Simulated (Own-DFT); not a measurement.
# One trend across several semiconductors

Everything here is calculated. The program is Own-DFT (plane waves, in-house, since retired, never reviewed by a person); positions were held fixed, and spin and spin-orbit coupling were off.

Keep in mind (not all hold for every row): forces on such cells moved up to 12 meV/angstrom on a denser k mesh; forces not confirmed at this smearing and k mesh; k mesh not checked against a denser one; forces on such cells passed a denser k mesh, each cell not checked; stress not checked against mesh or cutoff.

All runs are PBE with PseudoDojo norm-conserving files; cutoff and k mesh are each material's own. Every cell starts from measured lattice constants and was given uniform random strains and small random moves of its atoms. Each triple is the change of volume in per cent, the rms move u in Å and the pressure in GPa.

- 3C SiC (C32Si32), 10.36 Å³/atom unstrained: (-3.26, 0.049, 13.81); (-2.73, 0.052, 12.55); (-0.94, 0.049, 7.81); (-0.51, 0.052, 6.30); (0.10, 0.054, 6.73); (0.47, 0.050, 4.30); (1.54, 0.042, 1.79)
- wurtzite AlN (Al36N36), 10.45 Å³/atom unstrained: (-3.41, 0.051, 13.93); (-2.58, 0.050, 11.77); (-1.41, 0.048, 8.95); (0.60, 0.055, 5.35); (1.04, 0.051, 3.90); (2.40, 0.052, 1.23); (3.17, 0.050, -0.67)
- wurtzite GaN (Ga36N36), 11.42 Å³/atom unstrained: (-2.70, 0.051, 13.37); (-1.85, 0.055, 12.33); (-1.33, 0.050, 10.90); (-0.89, 0.047, 9.51); (-0.53, 0.050, 8.88); (2.58, 0.052, 3.45); (3.00, 0.054, 1.95)
- diamond silicon (Si64), 20.02 Å³/atom unstrained: (-3.36, 0.051, 6.03); (-2.72, 0.051, 5.68); (-1.37, 0.050, 4.18); (-1.32, 0.049, 3.85); (0.54, 0.053, 2.12); (0.63, 0.048, 2.06); (1.01, 0.050, 1.86)
- zincblende GaP (Ga32P32), 20.24 Å³/atom unstrained: withheld
- zincblende InP (In32P32), 25.27 Å³/atom unstrained: (-1.43, 0.047, 4.67); (-0.27, 0.051, 3.93); (0.71, 0.052, 3.14); (1.25, 0.054, 2.83); (1.78, 0.054, 2.52); (2.59, 0.047, 1.80); (3.72, 0.046, 1.24)
- grey tin (Sn64), 34.15 Å³/atom unstrained: (-1.88, 0.052, 4.99); (-0.86, 0.051, 4.17); (-0.58, 0.044, 4.01); (-0.36, 0.049, 4.04); (-0.12, 0.046, 3.83); (1.67, 0.049, 2.88); (1.81, 0.048, 2.91)

## Worked fit

Fit a line to each set against the fractional change of volume; B is minus its slope, and u is nearly the same within a set. To take it to zero pressure, assume that B rises by 4 GPa for each GPa: B0 = B - 4 x (mean pressure). The bond length of an ideal tetrahedral crystal with the unstrained volume v is d = (√3/4)(8 v)^(1/3). Cohen's empirical rule reads B0 = (1971 - 220 L) d^(-3.5) GPa, with L = 0 for group IV crystals and SiC and 1 for III-V compounds.

| material | L | d (Å) | B (GPa) | mean P (GPa) | B0 (GPa) | rule (GPa) |
|---|---|---|---|---|---|---|
| 3C SiC (C32Si32) | 0 | 1.888 | 247 ± 16 | 7.6 | 216 ± 16 | 213 |
| wurtzite AlN (Al36N36) | 1 | 1.893 | 216 ± 5 | 6.4 | 191 ± 5 | 188 |
| wurtzite GaN (Ga36N36) | 1 | 1.950 | 198 ± 7 | 8.6 | 164 ± 7 | 169 |
| diamond silicon (Si64) | 0 | 2.352 | 100 ± 4 | 3.7 | 86 ± 4 | 99 |
| zincblende GaP (Ga32P32) | 1 | 2.360 | ? | ? | ? | 87 |
| zincblende InP (In32P32) | 1 | 2.541 | 68 ± 2 | 2.9 | 57 ± 2 | 67 |
| grey tin (Sn64) | 0 | 2.810 | 55 ± 3 | 3.8 | 39 ± 3 | 53 |

A line through ln[B0/(1971 - 220 L)] against ln d has a slope of -4.2 ± 0.1 and a scatter of 2 %. Against the rule, B0 stands at 101 % for 3C SiC, 102 % for wurtzite AlN, 97 % for wurtzite GaN, 87 % for diamond silicon, 84 % for zincblende InP, 74 % for grey tin. PBE tends to make silicon and heavier crystals too soft, and the rule itself is only a guide.

## Test on the hidden row

Asked: what B0 does the fitted trend give for zincblende GaP (Ga32P32)?

Estimate: 75 GPa. Its own runs give B = 94 ± 6 GPa at a mean pressure of 3.8 GPa, so B0 = 79 GPa.
